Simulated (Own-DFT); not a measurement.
Simulation results for GaAs (twinned zincblende, atoms displaced)

Computed with Own-DFT development build. A calculation, not a measurement: plane-wave PBE density functional theory by an unreviewed code, no spin, of a simulated periodic cell, stress positive in tension, free energy of the whole cell less one offset for each atom, forces on such cells moved up to 12 meV/angstrom on a denser k mesh; offsets are fitted by least squares, one for each functional and potential file, so energies compare only between cells with the same atoms and settings and are not formation energies; the far tail of each file's local potential was reset to the Coulomb form; each entry is a single point on an unrelaxed cell, so the pressure reflects the starting lattice, mostly measured values (interpolated for alloys), from which strain is counted, and rises with the displacements; printed positions are rounded, which can move forces by about a meV/angstrom; the program, named Own-DFT, is a retired in-house code; no spin-orbit coupling; before rounding, a Quantum ESPRESSO 7.3.1 run of the same cell and cutoff gave forces within 1 meV/angstrom rms on each cell, which checks the program and not the settings.

Settings shared by all entries: functional PBE; potential files PseudoDojo norm-conserving, scalar-relativistic, standard set; wave cutoff 42 hartree; occupations Fermi-Dirac; smearing width 0.1 eV; k mesh 4 x 4 x 2 centred on Gamma.

(1) 
```xyz
48
Lattice="5.6533 -5.6533 0.0000 0.0000 5.6533 -5.6533 11.3066 11.3066 11.3066" Properties=species:S:1:pos:R:3:force_x:R:1:force_y:R:1:force_z:R:1 formula=GaAs free_energy_of_cell_above_offsets=-12.801 pressure=5.28 stress_xx=-4.58 stress_yy=-4.52 stress_zz=-6.75 stress_yz=0.51 stress_xz=0.07 stress_xy=-0.41
Ga    10.6124    -0.3538     4.8302      0.736     -3.465      0.386
As     0.6953     0.7297     0.6382      0.216      0.241      0.206
Ga     2.1443     2.1876    -0.6761     -0.541      0.671     -0.167
As     3.7292     3.5222     0.6975     -1.876      0.525      0.359
Ga     4.9180     2.2173     2.3206      0.311      0.609     -1.201
As     6.4354     3.5330     3.3922      0.181      1.974      1.335
Ga    10.4849     2.0952     2.1449      1.756      0.261      0.342
As     6.1867    -2.1813    -2.2127      1.641      1.421      1.095
Ga     2.1792     4.9111    -3.7375     -1.496      0.789      1.755
As     3.5820     6.4370    -2.2656     -2.378     -1.175      1.502
Ga     4.8525     5.0763    -0.7238      0.739       0.74      0.549
As     6.4630     6.4692     0.7199     -1.402      0.258     -0.844
Ga     7.8037     2.2843     4.9266     -0.317     -1.009     -0.539
As     3.4386     3.5182    -4.9969      1.892     -0.283     -0.411
Ga     4.9896    -0.6241    -0.5790     -0.073      0.178     -0.552
As     6.2826     0.8951     0.9471      1.463     -1.257     -1.694
Ga     7.6846    -0.8150     2.1995      0.612      0.567     -1.193
As     9.1801     0.6732     3.4981     -2.065      1.132     -0.614
Ga     7.8024     5.0130     1.9551      0.142     -1.003      0.548
As     3.4999     0.8551    -2.1019     -0.128     -1.702      0.326
Ga     4.8417     2.0708    -3.5733      0.895      0.896     -0.036
As     6.2724     3.6442    -2.0071     -0.415     -1.186     -0.804
Ga     7.8065     2.2941    -0.7463     -0.215     -1.111      0.533
As     9.2778     3.5157     0.7443      0.008      1.329     -1.444
Ga    10.7713    10.5359    10.4519      -0.63      0.354      0.401
As    11.9212     6.3238     0.7136       1.86      0.324      1.124
Ga    11.5036     5.7940     3.0631     -0.142       0.89      0.318
As    13.1329     7.2756     4.4491     -4.155      0.352      1.175
Ga    12.4910     9.6194     4.1651       0.16      0.822     -0.263
As    14.0303    11.2191     5.4495      0.273     -2.064     -0.767
Ga    16.1182     7.7878     7.7276     -0.472     -0.763      0.159
As     6.4395     9.2536     3.6053     -0.499     -1.611      0.411
Ga    11.5533     2.9557     6.0546     -0.769      1.494     -0.756
As    12.8296     4.5547     7.3812      0.967     -1.339      0.389
Ga    12.4749     6.7813     6.8042      0.182      1.167       0.47
As    13.7914     8.2194     8.5509      0.564      1.035     -5.669
Ga    13.4298    13.4075     4.9470     -0.416      -0.46      2.981
As     9.0216     9.2140     0.7951      1.901      1.595     -1.902
Ga     8.7804     8.7263     2.9552     -0.811     -1.141      2.089
As    10.0688    10.0551     4.4479      0.675      1.503     -1.244
Ga     9.4580    12.6776     3.6677      4.115     -1.332      1.414
As    11.2167    13.9189     5.4670     -2.197     -0.558      -0.85
Ga    13.4252    10.6490     7.6667      0.325     -0.245      1.284
As     9.1183     6.2814     3.5508      0.582      0.781     -0.683
Ga     8.7748     6.0921     5.8693     -1.625     -1.887      -0.15
As    10.0717     7.4152     7.1664      1.517      1.075     -0.462
Ga     9.6678     9.8034     6.6996     -1.874     -0.795      0.438
As    11.0371    10.9891     8.0920       0.78      1.401      0.659
```

Units: free_energy_of_cell_above_offsets in eV; pressure, stress_xx, stress_yy, stress_zz, stress_yz, stress_xz, stress_xy in GPa; force_x, force_y, force_z in eV/Å.

(2) 
```xyz
48
Lattice="5.6533 -5.6533 0.0000 0.0000 5.6533 -5.6533 11.3066 11.3066 11.3066" Properties=species:S:1:pos:R:3:force_x:R:1:force_y:R:1:force_z:R:1 formula=GaAs free_energy_of_cell_above_offsets=-12.378 pressure=5.4 stress_xx=-4.89 stress_yy=-4.31 stress_zz=-7 stress_yz=1.57 stress_xz=0.95 stress_xy=0.18
Ga     4.9734     4.9518     4.7880      -0.56      0.816      2.273
As     0.8182     0.6816     0.7486     -1.001      0.588     -0.555
Ga     2.0821     2.1826    -0.8087       2.07      -1.72      1.784
As     3.7002     3.4245     0.8284     -2.725      2.291     -1.915
Ga     4.9027     2.0623     2.0488      1.777     -1.149      2.191
As     6.3597     3.6275     3.6313      0.944     -2.225     -1.614
Ga     4.9908     7.5448     2.1944      1.685      2.475     -2.203
As     6.4087    -2.0994    -1.9446     -1.034      0.893     -2.039
Ga     2.0965     4.8988    -3.4973      0.868      0.039      0.279
As     3.4871     6.4527    -1.9683       0.83     -1.304     -1.708
Ga     4.9203     5.0055    -0.6452      0.598     -0.385      0.418
As     6.5509     6.2653     0.8259     -1.024      0.469     -1.346
Ga     7.8178     2.1111     4.9396      0.275      0.917      1.176
As     3.6088    -2.1886     0.6226     -0.283      0.991      2.021
Ga     5.0695    -0.7951    -0.4990     -0.293      1.715      -1.14
As     6.4809     0.7948     0.6756     -0.544     -1.214      1.379
Ga     7.8012    -0.6846     2.2868      0.152     -0.437     -1.188
As     9.2892     0.7761     3.5166     -2.051     -1.004      1.385
Ga     7.8405     4.9322     2.2393      0.453     -1.409     -0.705
As     3.5326     0.7371    -2.2424     -0.022     -0.776      1.715
Ga     4.8777     2.1584    -3.4817      1.004     -0.469     -0.917
As     6.2901     3.5197    -2.1402      0.263      0.629      0.714
Ga     7.7807     2.1488    -0.6977     -0.997      0.934     -0.599
As     9.2183     3.4618     0.5467      0.888      0.861      2.011
Ga    10.6446    10.6696    10.4175     -0.815     -1.391      5.223
As    11.9984     6.4037     0.8162     -0.333     -0.108      -1.75
Ga    11.3642     5.8747     2.9777      0.338     -0.093      1.616
As    13.0571     7.1910     4.5004     -1.996     -0.491      0.048
Ga    12.5019     9.4247     4.0695     -0.538      1.654     -0.096
As    13.8326    10.9887     5.5785      1.062       0.57     -4.779
Ga    10.6596    13.5311     7.7472     -0.505     -0.287      1.129
As     6.5198     9.1942     3.4859     -4.682      0.624        0.2
Ga    11.5621     3.0504     5.7595      0.445      0.693      1.515
As    12.9748     4.5289     7.4634      0.654     -0.711     -1.138
Ga    12.5156     6.8654     6.8371      0.125     -0.077      1.007
As    13.9362     8.3843     8.4075      0.032     -1.233     -1.176
Ga    13.5642    13.4087     5.0429      -1.17     -1.214     -0.641
As     9.3194     9.3322     0.9047     -0.602     -0.264     -2.399
Ga     8.5793     8.7897     3.0446       3.31     -0.825      0.005
As    10.0383    10.1569     4.3917      1.242     -1.577      1.413
Ga     9.6248    12.4204     4.1898      1.599      0.783     -0.769
As    11.1886    13.8404     5.4734     -0.325      0.869     -0.925
Ga    13.5017    10.5831     7.6357     -1.188      -0.02      4.247
As     9.0156     6.4313     3.6294      1.436      0.592     -1.477
Ga     8.6571     6.0356     5.8192      0.096     -1.004      2.332
As    10.1318     7.1199     7.4107      0.191      1.695     -0.189
Ga     9.8294     9.6956     6.8838     -1.291     -0.923     -0.237
As    11.0351    11.1225     8.3938      1.637      1.211     -4.576
```

Units: free_energy_of_cell_above_offsets in eV; pressure, stress_xx, stress_yy, stress_zz, stress_yz, stress_xz, stress_xy in GPa; force_x, force_y, force_z in eV/Å.

(3) 
```xyz
48
Lattice="5.6533 -5.6533 0.0000 0.0000 5.6533 -5.6533 11.3066 11.3066 11.3066" Properties=species:S:1:pos:R:3:force_x:R:1:force_y:R:1:force_z:R:1 formula=GaAs free_energy_of_cell_above_offsets=-12.734 pressure=5.41 stress_xx=-5.81 stress_yy=-5.55 stress_zz=-4.85 stress_yz=0.27 stress_xz=-0.68 stress_xy=0.05
Ga    10.4926     4.9947    -0.5789      0.073     -1.213     -1.037
As     0.8817     0.7832     0.7151     -1.744     -0.328      -0.12
Ga     2.2756     2.1908    -0.6451     -1.009     -0.577     -1.461
As     3.5729     3.5350     0.7022      0.793      0.685      0.724
Ga     4.9718     2.1471     2.2371      -0.73     -1.258     -1.205
As     6.2857     3.4066     3.5864      1.065      2.293      0.596
Ga     5.1359     7.9591     1.9213     -0.294     -1.145      2.295
As     6.2959    -2.0431    -2.1896      1.691       0.03      1.489
Ga     2.1138     4.8881    -3.5764      0.109      0.866      0.442
As     3.5442     6.2560    -2.0643     -1.523      1.585     -2.039
Ga     4.8415     4.8467    -0.9784       1.24     -0.487      2.764
As     6.2530     6.4444     0.6139      0.315     -1.773     -0.615
Ga     7.7758     7.8091    -0.6283     -0.191     -1.087     -1.075
As     3.5441    -1.9014     0.6095     -0.931     -2.997      0.479
Ga     5.0132    -0.7095    -0.6463      0.641      0.836     -0.858
As     6.4344     0.6313     0.7351     -1.646      1.809     -0.748
Ga     7.7632    -0.6076     2.0264      1.182     -1.718        1.5
As     9.1075     0.5739     3.6132      0.539       1.66     -0.754
Ga     7.6825     4.9786     1.9996      0.029     -0.304      0.586
As     3.6089     0.6497    -2.1425      0.196      0.976      1.323
Ga     4.7902     2.0919    -3.5655      1.387      1.046     -0.733
As     6.4188     3.5588    -2.0569     -0.126     -0.629     -1.886
Ga     7.6909     2.0164    -0.8080      0.788      0.108      0.962
As     9.2276     3.3960     0.7130     -1.971      1.216     -0.627
Ga    10.6594    16.1340     4.9208     -0.588      1.659      0.241
As     6.3554     6.3350     6.2551      0.361      0.153      0.981
Ga    11.4763     5.7449     2.9789      0.121      1.966      0.412
As    12.9266     7.2607     4.5320     -0.387     -0.141     -0.584
Ga    12.2248     9.7284     4.0253      4.404     -2.112     -1.151
As    13.6782    10.8584     5.4794      1.923      0.812      0.289
Ga    10.7364    13.5589     7.7652     -1.571     -1.687     -0.252
As     6.4438     9.2268     3.5206      0.171      -0.81      0.216
Ga    11.5239     3.0158     5.8590      1.201      0.228     -0.109
As    12.9315     4.4229     7.3659      0.096      0.344     -0.389
Ga    12.3747     6.8294     6.9305      1.522     -0.164     -0.715
As    13.8730     8.3713     8.3052      0.866     -3.662     -0.658
Ga    13.3689     7.5097    10.4201     -0.539      0.953       1.72
As     9.2897     3.3798     6.2986     -0.877      2.125       0.57
Ga     8.8261     8.8666     3.0452     -0.925     -0.477     -0.933
As    10.1842    10.0251     4.5029     -3.368      1.443      0.618
Ga     9.6852    12.3429     4.0492     -1.286      0.437     -0.926
As    10.8135    13.8725     5.4049      2.101     -0.623      0.184
Ga    13.6212    10.5068     7.9459      -1.95      2.206     -1.297
As     9.1426     6.5381     3.4719      0.175     -1.372      -0.78
Ga     8.6762     5.9505     5.7225      0.658      -0.88      0.757
As    10.1314     7.2933     7.2577     -1.377     -0.099      0.703
Ga     9.6966     9.6718     6.7635     -0.031       0.15      1.942
As    11.2083    11.1183     8.3080     -0.583     -0.044     -0.842
```

Units: free_energy_of_cell_above_offsets in eV; pressure, stress_xx, stress_yy, stress_zz, stress_yz, stress_xz, stress_xy in GPa; force_x, force_y, force_z in eV/Å.

(4) 
```xyz
48
Lattice="5.6533 -5.6533 0.0000 0.0000 5.6533 -5.6533 11.3066 11.3066 11.3066" Properties=species:S:1:pos:R:3:force_x:R:1:force_y:R:1:force_z:R:1 formula=GaAs free_energy_of_cell_above_offsets=-11.476 pressure=5.66 stress_xx=-5.47 stress_yy=-5.98 stress_zz=-5.52 stress_yz=-0.06 stress_xz=-0.01 stress_xy=1
Ga    10.6181    -0.6372     4.9433      0.446      -0.87      0.843
As     6.2718     0.6288    -4.8223      0.592      1.611      -0.66
Ga     2.3209     2.0096    -0.7788     -3.238       2.91      3.349
As     3.6376     3.5874     0.8475     -1.291     -1.206     -0.632
Ga     4.9474     1.9793     2.1305      -0.09      2.141     -0.296
As     6.2072     3.4878     3.4767      0.198      0.955     -0.096
Ga    10.6216     2.2163     2.0794      0.397     -0.808       0.03
As     6.2373    -2.1562    -2.0383      0.899     -0.343     -0.362
Ga     2.0270     4.9095    -3.5706      0.754     -0.664      1.059
As     3.5595     6.5404    -2.1689      -0.87     -3.221      0.704
Ga     4.9253     4.9820    -0.5380      -1.24      1.478      0.094
As     6.4241     6.2508     0.7564     -0.686      2.324     -0.833
Ga     7.5549     7.9200    -0.7376      1.284     -1.731     -0.067
As     3.6416     3.4985    -4.8571     -0.725      1.361     -0.941
Ga     4.8688    -0.5348    -0.8417      1.601     -1.349      2.433
As     6.3457     0.8770     0.8114      1.991     -2.463     -2.081
Ga     7.8222    -0.8380     2.2828     -0.645      1.286     -0.027
As     9.4032     0.6846     3.5329     -2.377      1.192     -0.443
Ga     7.6877     5.0140     2.1739      0.755     -1.888      0.518
As     3.5789     0.8534    -2.0596     -0.548     -2.658     -2.568
Ga     4.8729     2.1686    -3.3745      1.541      0.318     -1.201
As     6.0532     3.7159    -2.0090      2.755     -1.629     -0.988
Ga     7.8561     2.1155    -0.8309     -1.696      1.772      1.696
As     9.2224     3.6081     0.7550     -0.848      0.051      -0.66
Ga    16.1911    10.5591     5.1138        0.1     -0.213     -0.713
As    11.9513     6.2105     0.8786      0.557      1.595     -0.177
Ga    11.4040     5.7763     3.2415      0.579        0.7     -0.304
As    13.1174     7.3216     4.3682     -1.589     -0.937      1.153
Ga    12.4245     9.5326     3.9259      0.165      1.243     -0.052
As    13.9124    11.1961     5.4943     -0.727     -3.289      0.008
Ga    10.5462    13.2808     7.7320       0.14      1.331       0.97
As     6.4905     9.1551     3.4472     -1.509     -0.107      1.498
Ga    11.5238     3.1969     6.0320     -1.859     -2.804     -2.104
As    13.0475     4.4199     7.0599      0.062      1.361      2.644
Ga    12.3996     6.7325     6.9234      0.692      0.681     -1.161
As    13.9358     8.1009     8.2142     -1.141      1.222      0.886
Ga    13.5960    13.3396     5.0651     -0.946      2.571     -0.982
As     9.0353     9.1750     0.6654      1.251     -0.218      1.424
Ga     8.6778     8.4377     3.2302      0.765      1.091     -1.298
As    10.0024     9.9920     4.5301      1.231       0.65     -1.288
Ga     9.7368    12.4395     4.0151      0.565     -0.135     -0.306
As    11.0875    13.8594     5.5696      0.776     -0.052     -1.973
Ga    13.2847    10.6759     7.8340      1.323      -0.83     -0.171
As     8.9740     6.1881     3.8157      1.415      0.227     -3.623
Ga     8.7871     5.8893     5.9316     -2.123     -1.181       3.37
As    10.0760     7.3211     7.1862       0.93     -0.341      1.699
Ga     9.6707     9.6081     6.8124      0.812      0.467      0.495
As    11.0035    11.0944     8.2589     -0.429     -1.605      1.136
```

Units: free_energy_of_cell_above_offsets in eV; pressure, stress_xx, stress_yy, stress_zz, stress_yz, stress_xz, stress_xy in GPa; force_x, force_y, force_z in eV/Å.
